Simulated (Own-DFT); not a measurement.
## Calculated data, SiC (2H silicon carbide, atoms displaced), SiC (2H silicon carbide, strained, atoms displaced)

Computed with Own-DFT development build. A calculation, not a measurement: plane-wave PBE density functional theory by an unreviewed code, no spin, of a simulated periodic cell, stress positive in tension, free energy of the whole cell less one offset for each atom, forces on such cells passed a denser k mesh, this cell's mesh not checked; offsets are fitted by least squares, one for each functional and potential file, so energies compare only between cells with the same atoms and settings and are not formation energies; the far tail of each file's local potential was reset to the Coulomb form; each entry is a single point on an unrelaxed cell, so the pressure reflects the starting lattice, mostly measured values (interpolated for alloys), from which strain is counted, and rises with the displacements; printed positions are rounded, which can move forces by about a meV/angstrom; the program, named Own-DFT, is a retired in-house code; no spin-orbit coupling; before rounding, a Quantum ESPRESSO 7.3.1 run of the same cell and cutoff gave forces within 1 meV/angstrom rms on each cell, which checks the program and not the settings.

Common to all runs: functional PBE; potential files PseudoDojo norm-conserving, scalar-relativistic, standard set; wave cutoff 42 hartree; occupations Fermi-Dirac; smearing width 0.1 eV.

(1) SiC (2H silicon carbide, atoms displaced)

```
SiC
1.0
      9.2481     0.0000     0.0000
     -4.6241     8.0091     0.0000
      0.0000     0.0000    10.0681
Si C Si C Si C Si C Si C Si C Si C Si C Si C Si C Si C Si C Si C Si C Si C Si C Si C Si C
2 2 2 2 2 2 2 2 2 2 2 2 2 2 2 2 2 2 2 2 2 2 2 2 2 2 2 2 2 2 2 2 2 2 2 2
Direct
  0.99561 0.99764 0.00527
  0.10049 0.21280 0.24303
  0.01473 0.01955 0.19115
  0.10812 0.21516 0.43734
  0.00993 0.00850 0.49906
  0.10890 0.22828 0.75430
  0.00830 0.00461 0.67520
  0.10005 0.22933 0.92897
  0.99126 0.33968 0.99409
  0.10210 0.55355 0.25261
  0.98642 0.32348 0.17633
  0.10394 0.54589 0.43581
  0.00018 0.33828 0.50042
  0.12190 0.56259 0.74701
  0.01181 0.34408 0.69110
  0.11060 0.54146 0.94286
  0.99259 0.66125 0.01575
  0.12676 0.90001 0.24648
  0.99231 0.66177 0.19118
  0.11359 0.88382 0.42919
  0.97990 0.66157 0.49240
  0.10420 0.88920 0.74856
  0.99378 0.65731 0.68442
  0.10813 0.87658 0.94110
  0.34258 0.00206 0.99780
  0.44413 0.22396 0.24099
  0.32715 0.99257 0.17969
  0.44009 0.21818 0.43556
  0.35298 0.00186 0.49844
  0.43878 0.21920 0.75023
  0.33778 0.00343 0.69431
  0.44540 0.22993 0.94325
  0.33377 0.32622 0.99026
  0.45135 0.55703 0.24522
  0.33432 0.33979 0.19501
  0.43439 0.54469 0.42968
  0.33364 0.33754 0.50811
  0.43220 0.53944 0.74850
  0.33845 0.33409 0.68341
  0.45345 0.56834 0.93188
  0.32765 0.67331 0.00041
  0.44736 0.89167 0.24675
  0.33377 0.65086 0.17921
  0.44509 0.89868 0.42399
  0.32951 0.66350 0.49241
  0.44904 0.89548 0.75621
  0.33679 0.67855 0.68591
  0.45852 0.90060 0.94306
  0.65935 0.00007 0.99403
  0.77319 0.22246 0.24698
  0.66674 0.99413 0.19579
  0.77018 0.20843 0.43612
  0.66370 0.00943 0.50146
  0.76883 0.20150 0.76033
  0.67328 0.00436 0.68599
  0.78365 0.21975 0.94130
  0.67172 0.33730 0.00551
  0.77234 0.55478 0.24991
  0.66770 0.33777 0.20070
  0.77727 0.55848 0.43387
  0.66396 0.32685 0.50288
  0.77766 0.56146 0.74089
  0.65758 0.33630 0.68916
  0.78358 0.55047 0.94033
  0.65991 0.65931 0.00622
  0.77286 0.88085 0.24720
  0.67091 0.67476 0.19686
  0.78003 0.90336 0.42688
  0.66228 0.66251 0.49228
  0.77798 0.88406 0.74859
  0.67420 0.67402 0.68924
  0.77429 0.88657 0.93401
```

- k mesh: 4 x 4 x 3 centred on Gamma
- free energy of cell above offsets: -1.866 eV
- pressure: 6.79 GPa
- stress xx: -4.13 GPa
- stress yy: -8.11 GPa
- stress zz: -8.12 GPa
- stress yz: -0.63 GPa
- stress xz: -0.36 GPa
- stress xy: -0.44 GPa

Force:
```csv
element,x (eV/Å),y (eV/Å),z (eV/Å)
Si,0.385,0.797,-1.417
Si,0.123,6.598,2.819
C,-0.133,-7.547,-2.544
C,-0.369,2.863,-0.394
Si,-0.546,-2.381,-2.323
Si,0.88,-1.019,-2.738
C,-1.209,0.057,3.547
C,2.458,-1.54,2.651
Si,2.855,-2.279,1.647
Si,1.818,-1.308,-1.386
C,0.421,1.318,2.026
C,-0.716,1.984,-0.077
Si,0.571,-2.827,0.369
Si,-1.99,-0.479,0.974
C,-1.57,-1.386,-0.854
C,-1.404,5.177,-1.87
Si,1.419,0.02,-3.52
Si,-3.107,-1.877,0.93
C,0.276,1.339,1.282
C,0.039,0.791,1.692
Si,4.319,1.889,1.351
Si,1.302,-1.121,0.013
C,0.334,1.711,-0.356
C,-0.303,1.681,-0.281
Si,-2.387,-0.046,-0.378
Si,-1.011,-0.682,2.054
C,2.691,1.987,0.037
C,0.415,0.871,0.197
Si,-4.835,0.286,0.774
Si,0.945,1.038,0.297
C,-0.251,-1.094,-0.877
C,2.441,-2.002,-1.439
Si,-3.806,2.815,2.388
Si,-1.436,-0.796,0.639
C,0.341,-1.723,-2.652
C,0.484,1.947,1.474
Si,-0.036,-2.178,-3.766
Si,1.052,4.376,0.192
C,-1.323,-1.19,2.132
C,-1.348,-2.169,0.76
Si,1.996,-1.545,-0.595
Si,-0.004,-1.472,-1.465
C,-2.279,2.47,2.016
C,2.232,-2.593,2.449
Si,-0.169,0.942,0.241
Si,0.285,-0.324,-1.041
C,1.285,-0.984,-0.346
C,-3.55,-2.558,-1.901
Si,4.875,0.775,3.333
Si,1.203,-1.28,0.957
C,-1.021,1.042,-2.904
C,-0.117,4.673,-0.095
Si,1.706,-3.237,-0.967
Si,-0.193,5.35,-1.667
C,-0.64,-2.341,0.229
C,-3.382,-0.729,-0.363
Si,-0.2,-0.515,-0.382
Si,0.639,0.806,0.773
C,-0.308,-0.849,-2.772
C,-1.948,-2.312,-0.084
Si,-0.529,0.309,-0.84
Si,0.819,-1.451,2.056
C,1.695,-1.011,0.32
C,-1.763,0.744,-0.182
Si,1.285,1.224,-1.484
Si,0.738,4.238,1.118
C,0.516,-2.803,-2.477
C,0.641,-1.975,2.76
Si,-0.653,1.977,0.849
Si,0.525,1.513,-0.473
C,-1.759,-1.888,-1.79
C,0.288,-0.096,1.356
```

(2) SiC (2H silicon carbide, atoms displaced)

```
SiC
1.0
      9.2481     0.0000     0.0000
     -4.6241     8.0091     0.0000
      0.0000     0.0000    10.0681
Si C Si C Si C Si C Si C Si C Si C Si C Si C Si C Si C Si C Si C Si C Si C Si C Si C Si C
2 2 2 2 2 2 2 2 2 2 2 2 2 2 2 2 2 2 2 2 2 2 2 2 2 2 2 2 2 2 2 2 2 2 2 2
Direct
  0.99836 0.98033 0.01325
  0.12919 0.22036 0.24852
  0.99457 0.00343 0.19570
  0.11349 0.23156 0.43078
  0.02207 0.01511 0.49343
  0.10351 0.21444 0.74786
  0.98898 0.99076 0.68263
  0.11392 0.22091 0.94843
  0.99330 0.32307 0.99418
  0.10534 0.55243 0.23889
  0.01062 0.34125 0.20069
  0.10859 0.55658 0.44181
  0.00653 0.33715 0.50179
  0.11893 0.56199 0.75119
  0.98938 0.33499 0.68758
  0.11252 0.55190 0.93748
  0.99566 0.66853 0.00153
  0.10364 0.89015 0.25441
  0.99955 0.66129 0.17325
  0.10605 0.89175 0.44669
  0.99600 0.66101 0.50052
  0.11037 0.89611 0.75068
  0.00838 0.66950 0.68390
  0.10599 0.87539 0.94782
  0.33865 0.00718 0.99552
  0.44924 0.22847 0.25560
  0.33760 0.00749 0.18948
  0.45496 0.22820 0.43016
  0.33704 0.99861 0.49435
  0.44753 0.22881 0.74680
  0.33533 0.00296 0.68610
  0.45593 0.22814 0.93948
  0.33707 0.34297 0.00672
  0.44017 0.55248 0.25180
  0.33267 0.31851 0.18014
  0.44513 0.55156 0.43493
  0.33257 0.33251 0.48926
  0.44728 0.56899 0.74887
  0.33491 0.33718 0.68409
  0.45048 0.57199 0.93159
  0.32944 0.66949 0.99551
  0.44288 0.90546 0.24377
  0.34018 0.66489 0.17759
  0.44534 0.89432 0.43520
  0.33722 0.67503 0.49415
  0.44949 0.89458 0.74629
  0.32015 0.66268 0.68279
  0.44224 0.88336 0.94561
  0.67998 0.00387 0.00977
  0.77365 0.22145 0.25575
  0.65449 0.98120 0.18285
  0.78273 0.22981 0.43534
  0.67456 0.01102 0.49643
  0.77955 0.22293 0.75253
  0.67082 0.99722 0.68833
  0.77484 0.22529 0.93639
  0.67360 0.33935 0.99659
  0.78756 0.54870 0.24817
  0.65711 0.32286 0.18229
  0.77708 0.56182 0.43785
  0.66696 0.32147 0.50128
  0.77941 0.56365 0.75460
  0.66882 0.33208 0.68955
  0.77022 0.54654 0.93978
  0.66457 0.66914 0.01051
  0.77237 0.88466 0.24989
  0.65298 0.66305 0.18819
  0.78276 0.88788 0.43284
  0.66507 0.67420 0.49214
  0.77921 0.89029 0.75785
  0.65398 0.65110 0.69059
  0.77171 0.89277 0.94264
```

- k mesh: 4 x 4 x 3 centred on Gamma
- free energy of cell above offsets: -3.920 eV
- pressure: 5.75 GPa
- stress xx: -5.55 GPa
- stress yy: -3.36 GPa
- stress zz: -8.34 GPa
- stress yz: 1.3 GPa
- stress xz: 0.97 GPa
- stress xy: 0.39 GPa

Force:
```csv
element,x (eV/Å),y (eV/Å),z (eV/Å)
Si,-1.746,2.988,-1.66
Si,-4.208,0.832,-0.336
C,0.91,-1.455,-0.479
C,1.44,-0.839,0.831
Si,-4.057,-1.26,1.408
Si,0.508,1.301,0.781
C,0.894,1.586,0.597
C,0.131,-1.52,-1.538
Si,0.709,1.785,1.819
Si,2.164,2.158,1.822
C,-0.742,-3.864,-2.608
C,0.661,0.64,-1.889
Si,-1.199,0.52,-0.245
Si,-2.324,-1.599,0.327
C,2.642,-0.025,0.041
C,-1.328,-0.111,-0.174
Si,1.301,-3.239,-2.768
Si,1.555,-0.477,-0.246
C,-0.731,1.226,4.289
C,3.081,-1.176,-2.317
Si,-0.509,0.923,0.311
Si,1.071,-1.45,-0.269
C,-1.711,0.369,1.797
C,0.202,3.111,-2.271
Si,0.461,-0.714,0.966
Si,0.44,-1.193,-2.682
C,-2.623,0.164,-0.588
C,-1.2,-1.143,2.363
Si,-1.446,0.865,1.121
Si,-0.057,-0.213,0.582
C,-0.268,0.501,0.06
C,-2.088,-0.102,-0.965
Si,0.733,-0.258,-3.758
Si,-0.539,-0.144,-1.05
C,0.321,2.595,2.746
C,-1.168,1.185,0.018
Si,0.913,0.56,2.479
Si,-1.101,-2.503,-0.225
C,-0.91,-0.432,-0.145
C,0.17,-1.789,1.565
Si,0.946,-0.855,0.512
Si,1.99,-3.859,0.579
C,-2.212,0.408,2.258
C,1.265,0.119,-0.619
Si,-0.434,-1.519,0.335
Si,-0.643,-1.008,1.249
C,3.206,2.311,-0.473
C,0.127,2.671,-2.023
Si,-3.563,0.293,-2.384
Si,1.455,-0.242,-2.363
C,0.618,3.189,2.736
C,0.927,-1.026,0.864
Si,0.61,-1.78,0.433
Si,-1.13,-0.614,-0.471
C,-0.586,0.735,-0.442
C,1.239,-1.098,0.693
Si,-0.695,-2.103,0.9
Si,-2.616,0.132,0.24
C,1.774,1.578,0.888
C,0.927,-1.458,-0.471
Si,-1.262,3.289,0.777
Si,1.054,-1.501,-1.3
C,-0.077,0.389,-0.356
C,-0.034,3.569,-0.007
Si,-0.51,-0.531,-2.537
Si,-0.362,-0.349,0.356
C,3.009,-0.12,1.031
C,-0.715,2.036,0.829
Si,1.197,-1.346,1.745
Si,-0.583,-1.53,-1.346
C,1.187,3.481,-1.404
C,3.538,-1.061,0.057
```

(3) SiC (2H silicon carbide, strained, atoms displaced)

```
SiC
1.0
      6.1320     0.1165    -0.0704
     -2.9651     5.2215     0.0369
     -0.1150     0.0032    10.1891
Si C Si C Si C Si C Si C Si C Si C Si C
2 2 2 2 2 2 2 2 2 2 2 2 2 2 2 2
Direct
  0.01218 0.01989 0.00355
  0.15006 0.33307 0.25544
  0.01114 0.99668 0.19145
  0.17290 0.32882 0.44269
  0.99898 0.99650 0.50470
  0.15951 0.33734 0.74487
  0.98636 0.99410 0.69182
  0.16394 0.32267 0.93225
  0.00380 0.48361 0.00133
  0.17328 0.85780 0.25385
  0.01051 0.50317 0.18202
  0.16778 0.83573 0.43938
  0.00636 0.50414 0.50049
  0.17689 0.84303 0.74982
  0.01109 0.49375 0.68313
  0.14618 0.81412 0.94346
  0.50449 0.00384 0.99626
  0.65642 0.34841 0.24486
  0.50277 0.01081 0.18193
  0.66621 0.34277 0.43983
  0.50275 0.99443 0.50077
  0.66914 0.33914 0.75997
  0.50367 0.00970 0.68678
  0.65380 0.32866 0.94071
  0.50039 0.49979 0.00976
  0.66594 0.83459 0.24616
  0.50080 0.49460 0.18419
  0.64746 0.82836 0.43506
  0.49037 0.48539 0.49919
  0.67312 0.84182 0.75039
  0.49953 0.49530 0.68941
  0.67983 0.85669 0.93255
```

- k mesh: 5 x 5 x 3 centred on Gamma
- free energy of cell above offsets: -1.665 eV
- pressure: 7.49 GPa
- stress xx: -11.21 GPa
- stress yy: -9.44 GPa
- stress zz: -1.82 GPa
- stress yz: 2.23 GPa
- stress xz: -5.07 GPa
- stress xy: 12.76 GPa

Force:
```csv
element,x (eV/Å),y (eV/Å),z (eV/Å)
Si,0.141,-3.642,-0.216
Si,2.289,-0.423,0.153
C,-4.641,2.146,-1.3
C,-1.828,-0.364,-1.085
Si,-1.186,-0.551,-0.234
Si,3.698,-1.603,1.461
C,1.59,0.834,-1.288
C,0.842,2.432,0.264
Si,-1.789,0.998,-0.431
Si,4.101,-3.318,0.08
C,-2.295,0.85,1.553
C,0.221,0.088,-0.075
Si,-0.738,-0.664,-0.306
Si,-0.396,-1.323,0.821
C,-3.934,2.464,0.356
C,1.523,1.792,-1.286
Si,-1.63,-1.408,0.539
Si,5.161,-2.334,2.012
C,0.016,-0.192,0.891
C,1.703,-1.135,-1.295
Si,-1.705,1.819,0.263
Si,0.547,-0.1,-1.803
C,-0.04,-0.265,0.309
C,1.354,1.151,0.066
Si,-0.569,1.122,-3.513
Si,-0.178,0.372,0.586
C,-4.156,2.252,0.817
C,2.858,-0.574,-0.351
Si,0.404,2.157,1.416
Si,-0.957,-1.506,0.027
C,-0.851,0.798,-0.186
C,0.446,-1.87,1.755
```

(4) SiC (2H silicon carbide, strained, atoms displaced)

```
SiC
1.0
      6.0916    -0.0573    -0.0259
     -3.0954     5.3705    -0.0394
     -0.0424    -0.0987    10.2051
Si C Si C Si C Si C Si C Si C Si C Si C
2 2 2 2 2 2 2 2 2 2 2 2 2 2 2 2
Direct
  0.00356 0.00197 0.00172
  0.17833 0.34667 0.25389
  0.01645 0.02059 0.18702
  0.16870 0.33975 0.43820
  0.97386 0.00233 0.49636
  0.17542 0.32535 0.74802
  0.00877 0.00697 0.69421
  0.16079 0.32864 0.93070
  0.99214 0.48372 0.01268
  0.16554 0.83638 0.24994
  0.99780 0.51286 0.18304
  0.17142 0.83584 0.43744
  0.01201 0.50736 0.49752
  0.16843 0.83041 0.75935
  0.99326 0.48677 0.69275
  0.16803 0.83037 0.93476
  0.49636 0.99181 0.99967
  0.66509 0.33850 0.24295
  0.50091 0.99700 0.18652
  0.67170 0.34019 0.43793
  0.51320 0.01204 0.49819
  0.66271 0.32796 0.74936
  0.49560 0.98813 0.68768
  0.64852 0.34095 0.94039
  0.50127 0.49750 0.00185
  0.67130 0.84899 0.25035
  0.49881 0.50390 0.18349
  0.67924 0.83695 0.43916
  0.49195 0.48888 0.50700
  0.66222 0.83791 0.75318
  0.50530 0.51617 0.68655
  0.64679 0.82926 0.93586
```

- k mesh: 5 x 5 x 3 centred on Gamma
- free energy of cell above offsets: -2.538 eV
- pressure: 5.02 GPa
- stress xx: -10.3 GPa
- stress yy: -3.54 GPa
- stress zz: -1.24 GPa
- stress yz: -4.59 GPa
- stress xz: -1.14 GPa
- stress xy: -3.98 GPa

Force:
```csv
element,x (eV/Å),y (eV/Å),z (eV/Å)
Si,-0.342,-0.132,-1.263
Si,-0.886,-0.051,-0.657
C,-0.732,-1.116,0.388
C,-0.122,-0.802,-0.427
Si,6.783,1.882,2.797
Si,-1.833,1.749,0.629
C,-0.442,-1.978,-1.555
C,0.103,-0.07,2.133
Si,-0.27,1.239,-5.071
Si,0.046,0.859,0.5
C,0.999,-1.056,2.879
C,-0.693,0.654,-0.238
Si,-1.316,0.518,1.598
Si,-0.58,-0.915,-2.55
C,0.72,1.094,-1.066
C,-1.008,-0.802,2.581
Si,-1.2,1.419,0.14
Si,-0.142,-0.386,1.368
C,-0.628,0.879,-0.064
C,-0.095,-0.165,-0.752
Si,-0.857,-1.035,0.481
Si,-0.236,0.375,0.487
C,-0.717,1.503,-0.368
C,3.643,-2.108,-0.619
Si,-2.926,1.15,-0.558
Si,1.382,-1.08,-0.062
C,0.418,1.085,1.156
C,-4.949,-2.776,-1.953
Si,1.099,1.633,-1.044
Si,1.374,0.379,-0.082
C,0.901,-1.793,0.464
C,2.507,-0.156,0.728
```
